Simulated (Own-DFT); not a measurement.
# A change of arrangement and its cost: In48P48, 96 atoms

All numbers below are calculated, not measured. The program, named Own-DFT, is a retired in-house plane-wave density functional code that no person has reviewed. Each row is one single-point run on a periodic cell that was not relaxed, without spin or spin-orbit coupling.

Settings of every run: PBE; PseudoDojo norm-conserving scalar-relativistic files; cutoff 36 hartree; 2 x 3 x 3 k mesh centred on Gamma; Fermi-Dirac smearing of 0.1 eV.

Known limits, some of them of some rows only: not probed for a lower state with spin; forces on such cells failed a check on a denser k mesh; forces not confirmed at this smearing and k mesh; stress not checked against mesh or cutoff.

All cells hold the same atoms in the same cell, with vectors in Å (17.606, 0.000, 0.000); (0.000, 11.737, 0.000); (0.000, 0.000, 11.737). Every atom was moved at random from its ideal site; u is the rms move along one axis. The defect's site can differ from row to row. E is the free energy of the cell above the lowest run. The arrangements:

- A: zincblende InP
- B: zincblende InP, with one In on a P site and one P on an In site, 2.5 Å apart

| arrangement | u (Å) | E (eV) | P (GPa) |
|---|---|---|---|
| A | 0.0191 | 0.000 | 3.19 |
| A | 0.0205 | 0.119 | 3.21 |
| A | 0.0216 | 0.166 | 3.22 |
| A | 0.0504 | 2.804 | 3.53 |
| A | 0.0535 | 3.312 | 3.63 |
| A | 0.0551 | 3.752 | 3.67 |
| B | 0.0297 | 4.444 | 3.48 |
| B | 0.0309 | 4.712 | 3.51 |
| B | 0.0316 | 4.765 | 3.53 |
| B | 0.0433 | 5.838 | 3.67 |
| B | 0.0517 | 7.370 | 3.87 |
| B | 0.0521 | 7.494 | 3.92 |

Question: once the cost of the random moves is taken out, how do the arrangements rank?

## Worked answer

Fit E = a + b u², with one b for all and one a for each arrangement, and with residuals divided by u², since the noise grows with the moves. Then b = 1401 eV/Å², the scatter at u = 0.04 Å is 0.15 eV, and against A:

- B: 3.82 ± 0.06 eV (higher)

These are energies of unrelaxed cells. Relaxing the atoms lowers the strained arrangements most, so the gaps would shrink and small ones could change sign.
